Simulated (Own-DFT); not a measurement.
Si$_{2}$SnGe$_{5}$ (diamond-structure random alloy, strained, atoms displaced) (calculated)

A calculation, not a measurement: plane-wave density functional theory by an unreviewed code, no spin, of a simulated periodic cell, stress positive in tension, run twice, with PBE and with PBEsol, both on files made for PBE, so the change isn't that of files made for PBEsol, forces on such cells moved up to 12 meV/angstrom on a denser k mesh; the far tail of each file's local potential was reset to the Coulomb form; each entry is a single point on an unrelaxed cell, so the pressure reflects the starting lattice, mostly measured values (interpolated for alloys), from which strain is counted, and rises with the displacements; printed positions are rounded, which can move forces by about a meV/angstrom; the program, named Own-DFT, is a retired in-house code; no spin-orbit coupling; stress was not checked against mesh or cutoff. Program: Own-DFT development build.

```yaml
- formula: Si2SnGe5
  kind: "diamond-structure random alloy, strained, atoms displaced"
  structure:
    cell_angstrom: [[11.5244, 0.0, 0.0], [0.0, 11.5244, 0.0], [0.0, 0.0, 11.4103]]
    atoms_fractional:
      - [Sn, 0.00074, 0.0038, 0.99819]
      - [Si, 0.00165, 0.25201, 0.24824]
      - [Si, 0.25114, 0.00017, 0.26368]
      - [Ge, 0.24819, 0.24854, 0.00044]
      - [Ge, 0.12531, 0.12794, 0.12592]
      - [Ge, 0.12251, 0.37894, 0.375]
      - [Ge, 0.37306, 0.12817, 0.37101]
      - [Ge, 0.37009, 0.37074, 0.12662]
      - [Si, 0.99337, 0.00044, 0.49744]
      - [Si, 0.9957, 0.24884, 0.74573]
      - [Ge, 0.25039, 0.00773, 0.75094]
      - [Ge, 0.24428, 0.24148, 0.49209]
      - [Si, 0.12966, 0.12354, 0.62212]
      - [Ge, 0.125, 0.37762, 0.86788]
      - [Ge, 0.37347, 0.11378, 0.8739]
      - [Ge, 0.3651, 0.38007, 0.62724]
      - [Ge, 0.00606, 0.5064, 0.00021]
      - [Ge, 0.9952, 0.75171, 0.248]
      - [Ge, 0.24791, 0.50295, 0.24666]
      - [Si, 0.24526, 0.74323, 0.00323]
      - [Ge, 0.1224, 0.62854, 0.12146]
      - [Ge, 0.12243, 0.87499, 0.38009]
      - [Ge, 0.3721, 0.62419, 0.37315]
      - [Ge, 0.37612, 0.87155, 0.11855]
      - [Sn, 0.99649, 0.49655, 0.497]
      - [Ge, 0.99306, 0.7501, 0.74881]
      - [Si, 0.24921, 0.4988, 0.75012]
      - [Ge, 0.25218, 0.748, 0.49496]
      - [Si, 0.13155, 0.63198, 0.62957]
      - [Ge, 0.11716, 0.87221, 0.86503]
      - [Ge, 0.37628, 0.62469, 0.88053]
      - [Si, 0.37672, 0.86555, 0.61866]
      - [Si, 0.4972, 0.99731, 0.99979]
      - [Si, 0.50105, 0.25015, 0.25323]
      - [Ge, 0.7436, 0.00148, 0.25471]
      - [Si, 0.74883, 0.2475, 0.99896]
      - [Ge, 0.63005, 0.12948, 0.12146]
      - [Sn, 0.61956, 0.37086, 0.36834]
      - [Ge, 0.86697, 0.11542, 0.3775]
      - [Sn, 0.8731, 0.37372, 0.1265]
      - [Si, 0.50725, 0.00015, 0.50281]
      - [Sn, 0.5038, 0.24922, 0.75153]
      - [Ge, 0.75127, 0.99652, 0.74848]
      - [Ge, 0.7507, 0.25292, 0.4952]
      - [Ge, 0.63038, 0.12198, 0.62809]
      - [Ge, 0.61279, 0.37693, 0.87447]
      - [Ge, 0.88205, 0.12436, 0.87708]
      - [Ge, 0.87913, 0.37133, 0.63011]
      - [Ge, 0.50199, 0.49989, 0.00167]
      - [Ge, 0.50363, 0.75159, 0.2462]
      - [Ge, 0.75049, 0.502, 0.2465]
      - [Ge, 0.75217, 0.75189, 0.00668]
      - [Si, 0.62739, 0.62461, 0.12353]
      - [Sn, 0.62722, 0.87487, 0.37539]
      - [Ge, 0.86849, 0.62774, 0.37484]
      - [Ge, 0.87734, 0.86442, 0.12221]
      - [Ge, 0.50099, 0.49577, 0.50489]
      - [Sn, 0.49539, 0.7545, 0.75009]
      - [Sn, 0.75129, 0.50026, 0.7473]
      - [Ge, 0.75129, 0.74511, 0.49792]
      - [Ge, 0.62854, 0.62214, 0.62973]
      - [Si, 0.62315, 0.88073, 0.87381]
      - [Ge, 0.87898, 0.62505, 0.87379]
      - [Si, 0.87724, 0.87751, 0.625]
  settings:
    functional: "PBE, then PBEsol"
    potential_files: "PseudoDojo norm-conserving, scalar-relativistic, standard set"
    "wave_cutoff [hartree]": 49.0
    occupations: Fermi-Dirac
    "smearing_width [eV]": 0.1
    k_mesh: "3 x 3 x 3 centred on Gamma"
  results:
    "PBE_pressure [GPa]": 3.02
    "PBE_stress_xx [GPa]": -2.73
    "PBE_stress_yy [GPa]": -2.87
    "PBE_stress_zz [GPa]": -3.45
    "PBE_stress_yz [GPa]": -0.2
    "PBE_stress_xz [GPa]": -0.51
    "PBE_stress_xy [GPa]": 0.08
    "PBEsol_pressure [GPa]": 0.49
    "PBEsol_stress_xx [GPa]": -0.21
    "PBEsol_stress_yy [GPa]": -0.34
    "PBEsol_stress_zz [GPa]": -0.92
    "PBEsol_stress_yz [GPa]": -0.19
    "PBEsol_stress_xz [GPa]": -0.5
    "PBEsol_stress_xy [GPa]": 0.07
    force_element: [Sn, Si, Si, Ge, Ge, Ge, Ge, Ge, Si, Si, Ge, Ge, Si, Ge, Ge, Ge, Ge, Ge, Ge, Si, Ge, Ge, Ge, Ge, Sn, Ge, Si, Ge, Si, Ge, Ge, Si, Si, Si, Ge, Si, Ge, Sn, Ge, Sn, Si, Sn, Ge, Ge, Ge, Ge, Ge, Ge, Ge, Ge, Ge, Ge, Si, Sn, Ge, Ge, Ge, Sn, Sn, Ge, Ge, Si, Ge, Si]
    "PBE_force_x [eV/angstrom]": [0.655, 0.522, -0.242, 0.119, 0.905, 1.087, 1.198, 0.779, 0.729, 1.199, -0.43, 0.05, -1.412, -0.253, 0.19, -0.163, -0.044, 0.691, -0.124, 0.279, 0.268, -0.245, 0.9, -0.719, 0.478, 0.511, -0.15, -0.332, -0.11, 1.7, -1.382, -1.086, 0.681, -1.753, 1.54, -0.543, -1.09, 0.725, 1.176, 0.582, -1.783, -1.763, 0.417, 0.839, 0.499, 2.11, -2.2, -0.393, -0.394, -0.97, -0.795, -1.067, -0.178, -0.784, 0.101, -0.81, -1.015, 0.836, 0.225, 0.595, -1.036, 0.768, 0.131, -0.22]
    "PBE_force_y [eV/angstrom]": [-1.438, -1.224, -0.309, -0.08, 0.337, -1.687, -0.724, 0.211, -0.162, -0.523, -1.862, 1.147, 0.025, -0.404, 0.646, -0.48, -0.375, -0.465, -0.245, 1.003, 0.101, 0.32, -0.222, 0.281, 1.563, -0.048, 1.083, 0.125, -0.385, -0.465, -0.943, 2.64, 0.125, -1.648, 0.438, 0.027, -0.427, 1.222, 1.287, -0.192, 0.575, -0.731, -0.045, -1.135, -0.418, 0.354, 1.742, -1.572, 0.221, -1.317, 1.699, -0.567, 0.027, -0.356, 0.122, 1.471, 1.11, -0.414, -0.978, 0.195, 0.947, 0.389, 0.739, -0.332]
    "PBE_force_z [eV/angstrom]": [1.006, 1.314, -1.586, -0.654, 1.715, -1.625, 0.497, 0.134, 0.996, 0.221, -1.271, 0.684, 0.026, 0.135, 1.38, -0.845, -0.915, 0.674, 0.09, -0.942, 0.762, -0.262, -0.177, 0.618, 1.23, -0.91, 0.142, 0.745, 0.17, 0.284, 0.441, -1.151, -0.117, -2.248, -2.252, -1.357, 0.206, 0.694, -0.375, -0.908, 0.833, -0.878, 0.471, 1.372, -1.39, 2.047, -1.732, -0.573, 0.833, -0.855, 0.25, -1.36, 0.093, 0.696, -0.998, 0.983, 0.412, 0.463, 1.316, 1.668, -2.102, 1.265, 1.179, -0.562]
    "PBEsol_force_x [eV/angstrom]": [0.632, 0.521, -0.239, 0.109, 0.879, 1.075, 1.125, 0.723, 0.713, 1.14, -0.401, 0.083, -1.313, -0.25, 0.143, -0.104, -0.042, 0.656, -0.121, 0.278, 0.215, -0.232, 0.861, -0.664, 0.435, 0.501, -0.111, -0.323, -0.14, 1.61, -1.277, -1.094, 0.627, -1.723, 1.496, -0.535, -1.034, 0.767, 1.066, 0.556, -1.71, -1.706, 0.395, 0.811, 0.515, 2.015, -2.129, -0.423, -0.41, -0.968, -0.737, -0.961, -0.171, -0.715, 0.087, -0.782, -0.987, 0.824, 0.214, 0.556, -1.003, 0.79, 0.145, -0.255]
    "PBEsol_force_y [eV/angstrom]": [-1.395, -1.194, -0.299, -0.076, 0.332, -1.615, -0.662, 0.232, -0.151, -0.48, -1.802, 1.147, 0.026, -0.392, 0.649, -0.494, -0.347, -0.451, -0.239, 0.978, 0.051, 0.248, -0.21, 0.241, 1.482, -0.044, 1.019, 0.117, -0.337, -0.426, -0.926, 2.551, 0.152, -1.619, 0.434, 0.023, -0.446, 1.238, 1.254, -0.103, 0.597, -0.702, 0.018, -1.115, -0.38, 0.366, 1.631, -1.478, 0.185, -1.246, 1.621, -0.539, 0.024, -0.385, 0.116, 1.403, 1.076, -0.494, -0.942, 0.156, 0.909, 0.355, 0.721, -0.362]
    "PBEsol_force_z [eV/angstrom]": [0.962, 1.284, -1.547, -0.622, 1.597, -1.552, 0.523, 0.101, 0.904, 0.248, -1.166, 0.622, 0.027, 0.193, 1.296, -0.855, -0.886, 0.639, 0.092, -0.92, 0.765, -0.258, -0.171, 0.636, 1.164, -0.809, 0.176, 0.658, 0.137, 0.259, 0.426, -1.109, -0.078, -2.206, -2.162, -1.327, 0.243, 0.736, -0.377, -0.873, 0.799, -0.847, 0.447, 1.333, -1.315, 1.965, -1.67, -0.601, 0.757, -0.806, 0.27, -1.307, 0.096, 0.626, -0.967, 0.949, 0.405, 0.464, 1.267, 1.581, -2.048, 1.198, 1.141, -0.508]
    "rms_change_of_force_components_from_PBE_to_PBEsol [eV/angstrom]": 0.047
```
